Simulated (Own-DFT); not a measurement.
# Two functionals across a range of volumes: C11b WSi2, 30 atoms (Si20W10)

Everything here is calculated. The program is Own-DFT (plane waves, in-house, since retired, never reviewed by a person); positions were held fixed, and spin and spin-orbit coupling were off.

Known weak points: forces on such cells failed a check on a denser k mesh; stress not checked against mesh or cutoff.

Each geometry was run with PBE and with PBEsol, otherwise alike: PseudoDojo norm-conserving scalar-relativistic files made for PBE; cutoff 50 hartree; 5 x 5 x 5 k mesh centred on Gamma; cold (Marzari-Vanderbilt) smearing of 0.2 eV. Unstrained cell vectors in Å: (-2.149, -5.953, 3.409); (-6.444, 2.976, 1.136); (-2.553, -2.948, -6.757). Each has a uniform strain, of which the change of volume is shown, and random moves of rms u per axis.

```
run  volume change (%)   u (Å)  P with PBE (GPa)  P with PBEsol (GPa)
  1              -0.40  0.0453              7.54                 3.43
  2              -2.64  0.0491             13.04                 8.82
  3               1.37  0.0508              3.11                -0.91
  4               2.40  0.0471              0.52                -3.44
  5               0.60  0.0438              4.31                 0.26
  6               3.09  0.0521             -0.84                -4.77
  7              -2.64  0.0430             13.81                 9.58
  8               3.74  0.0474             -2.27                -6.18
  9               1.81  0.0412              1.46                -2.53
 10              -0.32  0.0542              7.54                 3.43
 11               0.18  0.0501              6.88                    ?
```

Question: by how much does PBEsol shrink this cell, and what belongs in the blank?

## Solution

Write v for the change of volume as a fraction. Fitted to v and u², the PBE pressure has a slope of -251 ± 7 GPa in v, with the ions held to the strained lattice. The difference PBEsol less PBE is -4.09 + 5.1 v GPa (slope ± 0.1) and averages -4.05 GPa. Divided by the mean slope of the two, 249 GPa, that makes PBEsol's volume at a given pressure, near 3 GPa, about 1.6 % smaller, or 0.54 % in lengths. At one volume PBEsol's slope is the smaller by 5 GPa, but its pressure there is lower too. If stiffness rises by about 4 GPa for each GPa, PBEsol at equal pressure is stiffer by about 11 GPa. Files made for PBEsol would give a different shift.

For run 11 the line gives 2.80 GPa. The calculation gave 2.79 GPa.
